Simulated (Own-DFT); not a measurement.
Simulation results for GaN (wurtzite, strained, atoms displaced)

All values are calculated (Own-DFT development build). A calculation, not a measurement: plane-wave PBE density functional theory by an unreviewed code, no spin, of a simulated periodic cell, stress positive in tension, free energy of the whole cell less one offset for each atom, forces on such cells passed a denser k mesh, this cell's mesh not checked; offsets are fitted by least squares, one for each functional and potential file, so energies compare only between cells with the same atoms and settings and are not formation energies; the far tail of each file's local potential was reset to the Coulomb form; each entry is a single point on an unrelaxed cell, so the pressure reflects the starting lattice, mostly measured values (interpolated for alloys), from which strain is counted, and rises with the displacements; printed positions are rounded, which can move forces by about a meV/angstrom; the program, named Own-DFT, is a retired in-house code; no spin-orbit coupling.

Common to all runs: functional PBE; potential files PseudoDojo norm-conserving, scalar-relativistic, standard set with the stringent files for Ga; wave cutoff 96 hartree; occupations Gaussian; smearing width 0.01 eV; k mesh 3 x 4 x 3 centred on Gamma.

(1) 
```cif
# cell vector a (Å): 12.7560 0.0000 0.0000
# cell vector b (Å): -4.7835 8.2853 0.0000
# cell vector c (Å): 0.0000 0.0000 10.5774
data_GaN
_symmetry_space_group_name_H-M 'P 1'
_symmetry_Int_Tables_number 1
_cell_length_a 12.7560
_cell_length_b 9.5670
_cell_length_c 10.5774
_cell_angle_alpha 90.000
_cell_angle_beta 90.000
_cell_angle_gamma 120.000
_cell_volume 1117.90
loop_
_atom_site_label
_atom_site_type_symbol
_atom_site_fract_x
_atom_site_fract_y
_atom_site_fract_z
_atom_site_occupancy
Ga1 Ga 0.08297 0.22445 0.00095 1
Ga2 Ga 0.16723 0.10948 0.24681 1
N1 N 0.07909 0.22888 0.18680 1
N2 N 0.16103 0.10088 0.43531 1
Ga3 Ga 0.07784 0.21069 0.49773 1
Ga4 Ga 0.16367 0.09454 0.74807 1
N3 N 0.07776 0.21343 0.68944 1
N4 N 0.15967 0.10534 0.93791 1
Ga5 Ga 0.07654 0.55358 0.99625 1
Ga6 Ga 0.17005 0.45065 0.24750 1
N5 N 0.07206 0.55181 0.19095 1
N6 N 0.16702 0.43910 0.44456 1
Ga7 Ga 0.08684 0.55753 0.50387 1
Ga8 Ga 0.17077 0.45572 0.74801 1
N7 N 0.08285 0.55512 0.68749 1
N8 N 0.17162 0.44958 0.92887 1
Ga9 Ga 0.07911 0.88777 0.00314 1
Ga10 Ga 0.16745 0.77663 0.24936 1
N9 N 0.07479 0.88871 0.19083 1
N10 N 0.16618 0.78412 0.42717 1
Ga11 Ga 0.08656 0.89807 0.50416 1
Ga12 Ga 0.16760 0.77419 0.74893 1
N11 N 0.08617 0.88862 0.68256 1
N12 N 0.16479 0.78243 0.93879 1
Ga13 Ga 0.33294 0.22464 0.00783 1
Ga14 Ga 0.41935 0.11706 0.24975 1
N13 N 0.32293 0.21840 0.18498 1
N14 N 0.40987 0.10487 0.43316 1
Ga15 Ga 0.33297 0.22288 0.50637 1
Ga16 Ga 0.41640 0.10760 0.74721 1
N15 N 0.33304 0.21210 0.68221 1
N16 N 0.42169 0.11646 0.94195 1
Ga17 Ga 0.32963 0.55086 0.00133 1
Ga18 Ga 0.41456 0.43807 0.25271 1
N17 N 0.33347 0.55915 0.18339 1
N18 N 0.41228 0.43880 0.43657 1
Ga19 Ga 0.33451 0.55784 0.50238 1
Ga20 Ga 0.42128 0.44183 0.75046 1
N19 N 0.33852 0.56133 0.69205 1
N20 N 0.42403 0.45564 0.94711 1
Ga21 Ga 0.33307 0.88942 0.99943 1
Ga22 Ga 0.41054 0.78360 0.24649 1
N21 N 0.33281 0.88377 0.19071 1
N22 N 0.40857 0.76505 0.44342 1
Ga23 Ga 0.33352 0.88144 0.50221 1
Ga24 Ga 0.41660 0.78452 0.74205 1
N23 N 0.34079 0.89308 0.69008 1
N24 N 0.41865 0.78298 0.94223 1
Ga25 Ga 0.59319 0.23123 0.99842 1
Ga26 Ga 0.66104 0.11139 0.24434 1
N25 N 0.57996 0.21397 0.18337 1
N26 N 0.66923 0.11476 0.44144 1
Ga27 Ga 0.58115 0.22547 0.50004 1
Ga28 Ga 0.66716 0.10659 0.74708 1
N27 N 0.58274 0.22274 0.68595 1
N28 N 0.66165 0.10816 0.93480 1
Ga29 Ga 0.59495 0.56798 0.00170 1
Ga30 Ga 0.66129 0.44719 0.24184 1
N29 N 0.58527 0.55212 0.19104 1
N30 N 0.66655 0.44193 0.43218 1
Ga31 Ga 0.57567 0.55257 0.50213 1
Ga32 Ga 0.66590 0.44237 0.75863 1
N31 N 0.58323 0.55519 0.69128 1
N32 N 0.67610 0.44906 0.93849 1
Ga33 Ga 0.58424 0.88726 0.00432 1
Ga34 Ga 0.66223 0.77460 0.25618 1
N33 N 0.58452 0.89221 0.19225 1
N34 N 0.66658 0.77406 0.44047 1
Ga35 Ga 0.58308 0.89143 0.50036 1
Ga36 Ga 0.66755 0.78051 0.75350 1
N35 N 0.58422 0.89142 0.68733 1
N36 N 0.66048 0.76305 0.93966 1
Ga37 Ga 0.83153 0.21883 0.99483 1
Ga38 Ga 0.92308 0.12567 0.25376 1
N37 N 0.83484 0.22272 0.19765 1
N38 N 0.92015 0.11653 0.44168 1
Ga39 Ga 0.83337 0.21757 0.49814 1
Ga40 Ga 0.92468 0.11751 0.74190 1
N39 N 0.83444 0.21958 0.69301 1
N40 N 0.91256 0.11223 0.93796 1
Ga41 Ga 0.84047 0.56303 0.00114 1
Ga42 Ga 0.91344 0.44469 0.24486 1
N41 N 0.84147 0.55322 0.18557 1
N42 N 0.92660 0.44590 0.44679 1
Ga43 Ga 0.84056 0.56856 0.49230 1
Ga44 Ga 0.91794 0.44520 0.75745 1
N43 N 0.82826 0.55577 0.68971 1
N44 N 0.91947 0.44890 0.94074 1
Ga45 Ga 0.82634 0.88034 0.00002 1
Ga46 Ga 0.91606 0.78212 0.24642 1
N45 N 0.82812 0.87522 0.18701 1
N46 N 0.92086 0.78667 0.43917 1
Ga47 Ga 0.82971 0.87951 0.50387 1
Ga48 Ga 0.91489 0.77973 0.74423 1
N47 N 0.83735 0.89058 0.68723 1
N48 N 0.92151 0.78080 0.93490 1
_calc_free_energy_of_cell_above_offsets '-5.518'  # eV
_calc_pressure 3.38  # GPa
_calc_stress_xx -6.17  # GPa
_calc_stress_yy -5.2  # GPa
_calc_stress_zz 1.22  # GPa
_calc_stress_yz 0.76  # GPa
_calc_stress_xz -0.29  # GPa
_calc_stress_xy 0.05  # GPa
```

Force:
```csv
element,x (eV/Å),y (eV/Å),z (eV/Å)
Ga,-0.453,-0.127,-0.676
Ga,-1.88,-0.492,0.934
N,1.758,-0.016,-0.177
N,0.476,2.298,-0.332
Ga,1.058,1.379,0.863
Ga,-0.684,2.419,0.987
N,2.851,1.779,-0.935
N,0.895,0.837,-0.089
Ga,2.108,0.912,1.11
Ga,-0.878,-0.148,0.897
N,2.541,0.988,-1.222
N,0.052,0.327,-0.77
Ga,0.225,0.305,-0.962
Ga,0.744,-1.627,-0.313
N,-0.073,0.434,0.377
N,-1.16,-0.533,1.26
Ga,0.461,0.473,0.286
Ga,-1.134,-0.128,-0.525
N,1.993,0.378,-0.899
N,0.615,-0.581,2.42
Ga,0.517,-1.824,-1.175
Ga,-0.212,0.563,0.487
N,0.004,-1.502,0.626
N,0.494,-0.465,-0.305
Ga,0.164,0.034,-2.139
Ga,-0.775,-1.063,-0.089
N,1.984,0.656,0.901
N,0.726,0.507,0.66
Ga,-0.371,-0.921,-1.783
Ga,0.491,0.956,1.307
N,-0.759,0.889,1.554
N,-0.615,0.05,-0.492
Ga,0.497,1.303,-0.654
Ga,-0.585,0.726,-0.617
N,0.462,-0.245,1.019
N,0.063,0.286,0.24
Ga,-0.26,-1.966,0.537
Ga,-1.151,-0.138,1.047
N,0.137,-0.678,-0.611
N,0.233,-1.368,-0.96
Ga,0.137,0.334,0.106
Ga,2.559,-1.47,1.058
N,-2.003,1.805,-1.157
N,0.996,2.179,-1.32
Ga,-1.327,0.725,-0.703
Ga,1.808,-1.004,2.169
N,-2.046,-0.577,-1.008
N,0.072,-0.603,-0.772
Ga,-1.196,-0.976,-0.037
Ga,1.754,0.269,1.558
N,-0.651,1.572,-0.128
N,-0.862,-0.627,-0.748
Ga,0.412,-0.198,-0.204
Ga,-0.351,1.044,0.207
N,0.19,-0.044,0.407
N,1.171,-0.024,0.239
Ga,-0.665,-4.06,1.182
Ga,3.077,-1.185,1.491
N,-2.264,0.927,-0.932
N,-0.376,0.822,0.081
Ga,1.486,-0.204,-0.02
Ga,0.174,0.06,-1.48
N,0.312,0.227,-0.406
N,-0.707,0.234,0.729
Ga,-0.686,-0.053,-0.248
Ga,0.554,0.43,-0.274
N,-0.248,-0.979,-0.268
N,-0.842,0.1,0.128
Ga,0.114,-0.155,-0.247
Ga,0.088,-0.251,-0.556
N,0.395,-0.689,-0.154
N,-0.149,4.089,-1.242
Ga,-0.354,0.244,0.933
Ga,-0.491,-1.913,0.267
N,-1.277,-0.404,-1.617
N,-0.754,-1.911,-0.8
Ga,-0.326,1.35,0.817
Ga,-2.026,-1.251,1.793
N,-0.313,0.533,-0.568
N,0.928,-0.804,-0.299
Ga,-0.038,0.016,-0.002
Ga,0.85,-1.098,2.334
N,-3.105,0.96,-0.226
N,-2.027,-0.185,-1.183
Ga,0.163,-2.031,0.896
Ga,-0.859,-0.161,-1.387
N,1.032,0.04,-0.373
N,-0.899,-1.222,-0.581
Ga,0.96,1.193,0.09
Ga,0.088,-1.182,1.141
N,-1.271,1.469,-0.088
N,-0.059,-0.245,-0.587
Ga,-0.066,1.199,-0.496
Ga,0.963,-0.757,0.845
N,-1.297,0.03,0.186
N,-1.307,-0.264,-0.33
```

(2) 
```cif
# cell vector a (Å): 12.7560 0.0000 0.0000
# cell vector b (Å): -4.7835 8.2853 0.0000
# cell vector c (Å): 0.0000 0.0000 10.5774
data_GaN
_symmetry_space_group_name_H-M 'P 1'
_symmetry_Int_Tables_number 1
_cell_length_a 12.7560
_cell_length_b 9.5670
_cell_length_c 10.5774
_cell_angle_alpha 90.000
_cell_angle_beta 90.000
_cell_angle_gamma 120.000
_cell_volume 1117.90
loop_
_atom_site_label
_atom_site_type_symbol
_atom_site_fract_x
_atom_site_fract_y
_atom_site_fract_z
_atom_site_occupancy
Ga1 Ga 0.07998 0.21963 0.99939 1
Ga2 Ga 0.16655 0.11280 0.24959 1
N1 N 0.08567 0.22229 0.19304 1
N2 N 0.16906 0.10929 0.43541 1
Ga3 Ga 0.07888 0.22009 0.50340 1
Ga4 Ga 0.16819 0.10758 0.74999 1
N3 N 0.08753 0.21014 0.68194 1
N4 N 0.17204 0.10999 0.94885 1
Ga5 Ga 0.08539 0.55355 0.00400 1
Ga6 Ga 0.16791 0.44666 0.25471 1
N5 N 0.07731 0.55492 0.19115 1
N6 N 0.16714 0.43915 0.43704 1
Ga7 Ga 0.08068 0.55355 0.49679 1
Ga8 Ga 0.15982 0.44219 0.75672 1
N7 N 0.08629 0.54895 0.69117 1
N8 N 0.17040 0.45122 0.93126 1
Ga9 Ga 0.08616 0.88693 0.99839 1
Ga10 Ga 0.16987 0.76752 0.24677 1
N9 N 0.08554 0.89388 0.19368 1
N10 N 0.16723 0.77717 0.43285 1
Ga11 Ga 0.08210 0.89304 0.50869 1
Ga12 Ga 0.16413 0.78111 0.74204 1
N11 N 0.08679 0.88575 0.69215 1
N12 N 0.16451 0.77345 0.94177 1
Ga13 Ga 0.33745 0.22410 0.99334 1
Ga14 Ga 0.42012 0.10849 0.25260 1
N13 N 0.33496 0.22746 0.19905 1
N14 N 0.41775 0.11578 0.44657 1
Ga15 Ga 0.33120 0.22440 0.50094 1
Ga16 Ga 0.42145 0.11384 0.75400 1
N15 N 0.33630 0.21783 0.69219 1
N16 N 0.41195 0.11335 0.92885 1
Ga17 Ga 0.34002 0.56158 0.99632 1
Ga18 Ga 0.41420 0.44509 0.25151 1
N17 N 0.33679 0.55209 0.18881 1
N18 N 0.42172 0.44402 0.43669 1
Ga19 Ga 0.33131 0.55881 0.49614 1
Ga20 Ga 0.42100 0.44884 0.75347 1
N19 N 0.33546 0.56027 0.68480 1
N20 N 0.41442 0.44694 0.94233 1
Ga21 Ga 0.33783 0.89615 0.99548 1
Ga22 Ga 0.41554 0.77518 0.26006 1
N21 N 0.33666 0.89467 0.18953 1
N22 N 0.42158 0.77629 0.44707 1
Ga23 Ga 0.33292 0.89128 0.49399 1
Ga24 Ga 0.42062 0.78103 0.75052 1
N23 N 0.33204 0.89015 0.68332 1
N24 N 0.42341 0.78222 0.93311 1
Ga25 Ga 0.58091 0.21891 0.99553 1
Ga26 Ga 0.67170 0.12051 0.25777 1
N25 N 0.57588 0.21690 0.19973 1
N26 N 0.67446 0.11826 0.44195 1
Ga27 Ga 0.58669 0.23265 0.49937 1
Ga28 Ga 0.66961 0.11100 0.75128 1
N27 N 0.59086 0.23098 0.68829 1
N28 N 0.66500 0.11266 0.94029 1
Ga29 Ga 0.57573 0.55512 0.00169 1
Ga30 Ga 0.66326 0.44239 0.24774 1
N29 N 0.58062 0.55548 0.18044 1
N30 N 0.66435 0.44480 0.44680 1
Ga31 Ga 0.57564 0.54472 0.49741 1
Ga32 Ga 0.66547 0.44187 0.75104 1
N31 N 0.58295 0.55994 0.68398 1
N32 N 0.66726 0.44882 0.93878 1
Ga33 Ga 0.58671 0.89142 0.99718 1
Ga34 Ga 0.66843 0.77907 0.24644 1
N33 N 0.58285 0.88921 0.18994 1
N34 N 0.66376 0.78394 0.43999 1
Ga35 Ga 0.58262 0.88748 0.50300 1
Ga36 Ga 0.66160 0.77316 0.74788 1
N35 N 0.58661 0.88742 0.69134 1
N36 N 0.66646 0.77757 0.94530 1
Ga37 Ga 0.83859 0.22038 0.00511 1
Ga38 Ga 0.92421 0.11555 0.25392 1
N37 N 0.83353 0.22294 0.19006 1
N38 N 0.92260 0.10499 0.43334 1
Ga39 Ga 0.83216 0.22173 0.49905 1
Ga40 Ga 0.92325 0.12247 0.74285 1
N39 N 0.83951 0.23849 0.68131 1
N40 N 0.92278 0.11041 0.94149 1
Ga41 Ga 0.83747 0.55357 0.00543 1
Ga42 Ga 0.91720 0.43662 0.24655 1
N41 N 0.83443 0.54392 0.18537 1
N42 N 0.92008 0.45117 0.44208 1
Ga43 Ga 0.83287 0.55344 0.50250 1
Ga44 Ga 0.91588 0.44382 0.74842 1
N43 N 0.82623 0.55315 0.68668 1
N44 N 0.92715 0.44787 0.94539 1
Ga45 Ga 0.82470 0.88381 0.00400 1
Ga46 Ga 0.91846 0.78257 0.25654 1
N45 N 0.83579 0.89160 0.18255 1
N46 N 0.91494 0.78245 0.43793 1
Ga47 Ga 0.83416 0.89043 0.50022 1
Ga48 Ga 0.91927 0.78129 0.75084 1
N47 N 0.83464 0.89199 0.68556 1
N48 N 0.91385 0.78156 0.93318 1
_calc_free_energy_of_cell_above_offsets '-5.884'  # eV
_calc_pressure 3.2  # GPa
_calc_stress_xx -5.66  # GPa
_calc_stress_yy -4.86  # GPa
_calc_stress_zz 0.92  # GPa
_calc_stress_yz -0.31  # GPa
_calc_stress_xz -0.57  # GPa
_calc_stress_xy -0.65  # GPa
```

Force:
```csv
element,x (eV/Å),y (eV/Å),z (eV/Å)
Ga,1.913,0.809,0.864
Ga,0.989,-0.264,0.304
N,-0.549,0.982,-1.104
N,-0.854,0.186,0.957
Ga,1.754,0.018,-0.961
Ga,0.877,0.374,1.131
N,-1.226,1.399,1.078
N,-1.195,0.289,-1.626
Ga,0.654,0.729,-0.034
Ga,0.211,-0.399,-0.839
N,2.035,-0.658,-0.659
N,-0.685,0.479,0.257
Ga,1.156,0.629,0.775
Ga,2.418,-0.167,-1.573
N,-1.974,1.118,-1.237
N,0.436,-0.849,2.151
Ga,-1.104,-0.107,1.141
Ga,-1.55,2.114,0.417
N,0.309,-1.235,-0.861
N,-0.217,-0.197,0.762
Ga,0.546,-0.25,-1.744
Ga,2.697,-1.606,1.596
N,-1.929,0.668,-0.826
N,0.863,0.474,-0.772
Ga,-0.966,0.381,2.081
Ga,-2.527,0.264,1.27
N,0.703,-0.942,-1.646
N,0.568,-0.277,-0.971
Ga,0.363,-0.214,0.295
Ga,0.151,-0.504,-2.369
N,-0.725,0.973,-0.294
N,1.628,-0.2,1.73
Ga,-1.444,0.053,0.773
Ga,1.258,-0.317,0.232
N,-1.827,1.136,-0.357
N,-2.268,-0.31,-0.224
Ga,0.982,-1.056,1.323
Ga,-0.966,-0.425,-0.755
N,-0.145,-0.791,0.52
N,0.644,-0.489,-1.186
Ga,-0.271,-1.134,0.5
Ga,0.687,0.45,-1.128
N,0.39,-1.272,-0.566
N,-1.484,0.636,-1.3
Ga,0.122,0.017,1.006
Ga,-1.031,-0.355,-0.841
N,0.57,0.095,0.559
N,-0.813,0.125,0.611
Ga,-0.298,0.999,0.928
Ga,-0.372,-1.397,-0.635
N,2.078,1.063,-1.886
N,-1.564,-0.827,-0.149
Ga,0.139,-1.793,0.762
Ga,-0.099,0.467,-0.228
N,-0.201,-1.629,0.025
N,1.16,0.246,-0.425
Ga,1.618,0.103,-0.306
Ga,0.178,0.48,0.232
N,0.463,0.037,1.613
N,0.776,1.012,-1.909
Ga,0.821,2.378,0.788
Ga,-0.538,1.126,0.51
N,0.432,-0.956,0.539
N,-0.048,-0.591,0.181
Ga,-0.418,0.05,1.285
Ga,-0.386,0.118,0.641
N,-0.146,0.551,-0.086
N,1.417,-1.088,-0.708
Ga,0.502,0.972,0.301
Ga,1.597,0.543,0.683
N,-0.726,1.091,-0.437
N,-0.776,-0.399,-1.652
Ga,-0.558,0.282,-0.496
Ga,-0.757,-0.772,-0.84
N,0.683,-0.934,-0.045
N,-1.72,0.871,0.798
Ga,1.396,0.722,-0.165
Ga,-0.326,-1.252,0.804
N,0.353,-2.432,0.701
N,-1.787,-0.393,-1.222
Ga,-0.569,0.53,-1.116
Ga,-0.915,0.88,1.332
N,-1.247,1.055,1.175
N,-0.444,-1.253,-1.106
Ga,-0.485,0.703,-0.161
Ga,-0.079,1.736,0.973
N,1.529,0.856,0.368
N,-1.748,-1.17,-1.278
Ga,1.955,0.542,-0.772
Ga,0.552,-0.528,-1.195
N,-0.063,-0.068,1.414
N,0.788,-0.866,0.7
Ga,-0.959,-0.653,0.225
Ga,-0.937,-0.592,0.028
N,-0.223,0.288,0.434
N,0.781,-0.487,0.917
```

(3) 
```cif
# cell vector a (Å): 12.7560 0.0000 0.0000
# cell vector b (Å): -4.7835 8.2853 0.0000
# cell vector c (Å): 0.0000 0.0000 10.5774
data_GaN
_symmetry_space_group_name_H-M 'P 1'
_symmetry_Int_Tables_number 1
_cell_length_a 12.7560
_cell_length_b 9.5670
_cell_length_c 10.5774
_cell_angle_alpha 90.000
_cell_angle_beta 90.000
_cell_angle_gamma 120.000
_cell_volume 1117.90
loop_
_atom_site_label
_atom_site_type_symbol
_atom_site_fract_x
_atom_site_fract_y
_atom_site_fract_z
_atom_site_occupancy
Ga1 Ga 0.08788 0.23612 0.00505 1
Ga2 Ga 0.16316 0.10449 0.24718 1
N1 N 0.07459 0.21220 0.19223 1
N2 N 0.17208 0.11647 0.43814 1
Ga3 Ga 0.09176 0.23076 0.51060 1
Ga4 Ga 0.16814 0.12086 0.74141 1
N3 N 0.08352 0.22091 0.68573 1
N4 N 0.15905 0.10875 0.94031 1
Ga5 Ga 0.09405 0.57013 0.99911 1
Ga6 Ga 0.16358 0.45138 0.24775 1
N5 N 0.07693 0.55311 0.19279 1
N6 N 0.15952 0.43656 0.44086 1
Ga7 Ga 0.07611 0.55334 0.49643 1
Ga8 Ga 0.16788 0.44196 0.74913 1
N7 N 0.08324 0.54929 0.69024 1
N8 N 0.16407 0.43943 0.93870 1
Ga9 Ga 0.08574 0.88710 0.99202 1
Ga10 Ga 0.17324 0.76861 0.25075 1
N9 N 0.08232 0.89311 0.18759 1
N10 N 0.16763 0.78030 0.44344 1
Ga11 Ga 0.08451 0.89521 0.50485 1
Ga12 Ga 0.15599 0.76330 0.74973 1
N11 N 0.08421 0.88652 0.68738 1
N12 N 0.17346 0.77541 0.94103 1
Ga13 Ga 0.34192 0.23589 0.00550 1
Ga14 Ga 0.41617 0.11628 0.25568 1
N13 N 0.33755 0.22951 0.18893 1
N14 N 0.41288 0.10692 0.43562 1
Ga15 Ga 0.33217 0.23614 0.49712 1
Ga16 Ga 0.41241 0.10533 0.74947 1
N15 N 0.33087 0.21653 0.68891 1
N16 N 0.40571 0.10265 0.94096 1
Ga17 Ga 0.33838 0.55763 0.99853 1
Ga18 Ga 0.41331 0.43148 0.24775 1
N17 N 0.32497 0.54871 0.18719 1
N18 N 0.42017 0.43975 0.44043 1
Ga19 Ga 0.32904 0.55160 0.49697 1
Ga20 Ga 0.42110 0.43359 0.74861 1
N19 N 0.33893 0.56606 0.68925 1
N20 N 0.41969 0.45231 0.93590 1
Ga21 Ga 0.33786 0.89419 0.99939 1
Ga22 Ga 0.42178 0.77662 0.24564 1
N21 N 0.33193 0.89240 0.19142 1
N22 N 0.41640 0.77484 0.44056 1
Ga23 Ga 0.33228 0.89180 0.51164 1
Ga24 Ga 0.41814 0.79097 0.74089 1
N23 N 0.33439 0.88599 0.68632 1
N24 N 0.41469 0.77685 0.93350 1
Ga25 Ga 0.59197 0.22054 0.00213 1
Ga26 Ga 0.67592 0.11308 0.24318 1
N25 N 0.57562 0.20593 0.17972 1
N26 N 0.67179 0.11691 0.44880 1
Ga27 Ga 0.58198 0.22711 0.49961 1
Ga28 Ga 0.67280 0.11973 0.74409 1
N27 N 0.58459 0.22115 0.69209 1
N28 N 0.66370 0.11954 0.93483 1
Ga29 Ga 0.57763 0.54901 0.99719 1
Ga30 Ga 0.66609 0.44152 0.24990 1
N29 N 0.58783 0.55928 0.18682 1
N30 N 0.66642 0.43755 0.44222 1
Ga31 Ga 0.57776 0.55957 0.50026 1
Ga32 Ga 0.66374 0.43980 0.74846 1
N31 N 0.57716 0.55108 0.68814 1
N32 N 0.66307 0.44586 0.93102 1
Ga33 Ga 0.58192 0.88807 0.01065 1
Ga34 Ga 0.66964 0.78246 0.24718 1
N33 N 0.57637 0.88894 0.18512 1
N34 N 0.66405 0.78292 0.44234 1
Ga35 Ga 0.57845 0.88600 0.50456 1
Ga36 Ga 0.66263 0.76632 0.74827 1
N35 N 0.58647 0.89363 0.68834 1
N36 N 0.67065 0.78049 0.93937 1
Ga37 Ga 0.83783 0.22064 0.00564 1
Ga38 Ga 0.91717 0.11598 0.25198 1
N37 N 0.83680 0.22721 0.19150 1
N38 N 0.92013 0.11671 0.44584 1
Ga39 Ga 0.84120 0.22854 0.50067 1
Ga40 Ga 0.91452 0.10928 0.75082 1
N39 N 0.83884 0.22498 0.68468 1
N40 N 0.91914 0.10853 0.94065 1
Ga41 Ga 0.83245 0.56231 0.99910 1
Ga42 Ga 0.91508 0.44991 0.25277 1
N41 N 0.82403 0.55399 0.19516 1
N42 N 0.91689 0.44184 0.44394 1
Ga43 Ga 0.83376 0.55300 0.49885 1
Ga44 Ga 0.91150 0.43450 0.74958 1
N43 N 0.83344 0.55058 0.68345 1
N44 N 0.91955 0.44103 0.93572 1
Ga45 Ga 0.83705 0.88685 0.00250 1
Ga46 Ga 0.91311 0.77088 0.24816 1
N45 N 0.83299 0.88868 0.18024 1
N46 N 0.91429 0.78182 0.44362 1
Ga47 Ga 0.83554 0.88418 0.50913 1
Ga48 Ga 0.91352 0.78031 0.75155 1
N47 N 0.84082 0.89183 0.69265 1
N48 N 0.92045 0.78562 0.93751 1
_calc_stress_xx ?
```

**Q.** What stress xx does the calculation give for GaN (wurtzite, strained, atoms displaced) (entry 3)?
**A.** -5.1 GPa

Further results for GaN (wurtzite, strained, atoms displaced) (entry 3):

* free energy of cell above offsets: -4.641 eV
* pressure: 3.54 GPa
* stress yy: -6.6 GPa
* stress zz: 1.09 GPa
* stress yz: 0.44 GPa
* stress xz: 0.36 GPa
* stress xy: -0.12 GPa

Force:
```csv
element,x (eV/Å),y (eV/Å),z (eV/Å)
Ga,0.07,-2.725,0.28
Ga,-0.212,0.956,0.537
N,1.197,1.962,-0.536
N,-0.948,-0.359,-0.131
Ga,-0.931,-1.578,-2.103
Ga,0.45,-1.837,2.244
N,-0.631,0.429,1.041
N,1.222,1.228,-0.589
Ga,-0.758,-2.882,0.4
Ga,0.512,-2.092,0.956
N,0.24,0.288,-1.042
N,0.354,1.707,-0.919
Ga,1.751,0.989,1.22
Ga,0.39,0.713,0.354
N,-0.642,-0.356,-0.63
N,0.494,2.042,-0.377
Ga,0.164,0.852,1.164
Ga,-1.874,1.629,0.906
N,0.711,-1.994,-0.384
N,-0.225,-0.472,-0.53
Ga,0.277,-0.454,-0.812
Ga,0.877,1.124,0.183
N,-0.45,0.392,0.645
N,-1.2,1.321,-1.228
Ga,-0.979,-1.889,-1.006
Ga,0.492,-1.15,-0.579
N,-0.53,-2.257,-0.5
N,-0.053,0.902,1.117
Ga,1.535,-2.888,0.972
Ga,0.442,0.207,0.886
N,0.388,0.602,-0.838
N,0.995,2.167,-0.92
Ga,-1.441,0.261,-0.21
Ga,-0.143,3.35,1.009
N,1.345,0.605,-0.09
N,-1.48,1.699,-1.492
Ga,0.042,0.563,0.67
Ga,-2.483,0.893,0.449
N,0.225,-1.654,-0.398
N,-0.115,-1.156,-0.334
Ga,0.236,-0.845,0.957
Ga,-2.383,-0.509,1.513
N,1.147,-0.264,-0.635
N,-0.623,0.017,-0.73
Ga,0.224,-0.377,-2.449
Ga,2.082,-1.612,1.697
N,-2.15,0.743,0.862
N,0.525,0.438,0.455
Ga,-3.154,1.014,-0.502
Ga,-2.114,-0.347,1.984
N,0.692,1.588,1.55
N,-0.409,-0.482,-1.492
Ga,0.44,-1.702,0.476
Ga,0.092,-0.999,0.707
N,-1.149,-0.174,-0.821
N,3.158,-1.776,-0.296
Ga,1.285,1.659,0.608
Ga,-1.406,-1.247,0.7
N,-0.941,-0.729,0.087
N,-0.906,1.818,-1.017
Ga,1.818,0.219,-0.036
Ga,0.512,0.518,-0.296
N,1.58,0.179,-0.759
N,0.69,-0.17,1.029
Ga,0.136,0.16,-3.317
Ga,-0.124,-0.346,0.635
N,2.349,0.557,0.993
N,1.081,-0.473,-0.69
Ga,0.345,1.226,-0.276
Ga,-0.364,1.798,0.94
N,0.385,-0.21,0.276
N,-0.611,-0.441,-0.163
Ga,-0.461,0.153,-1.149
Ga,0.226,-1.254,1.2
N,0.128,0.317,-0.515
N,0.721,-0.965,-0.724
Ga,-0.763,-1.482,0.226
Ga,0.353,0.424,0.812
N,-0.194,-0.799,0.341
N,-0.534,0.452,-0.366
Ga,0.519,-0.895,-0.368
Ga,-0.293,-0.428,0.356
N,1.943,-0.042,-1.44
N,-0.957,0.728,-1.68
Ga,-0.477,0.413,0.388
Ga,0.448,1.395,0.527
N,-0.566,0.526,0.814
N,-0.603,0.879,0.914
Ga,-0.898,0.701,-0.797
Ga,0.054,1.873,0.786
N,-0.171,0.27,1.854
N,1.33,-0.95,-1.14
Ga,-1.582,1.386,-0.746
Ga,1.799,-1.14,0.037
N,-1.946,-0.468,-0.446
N,0.402,-1.458,-0.259
```
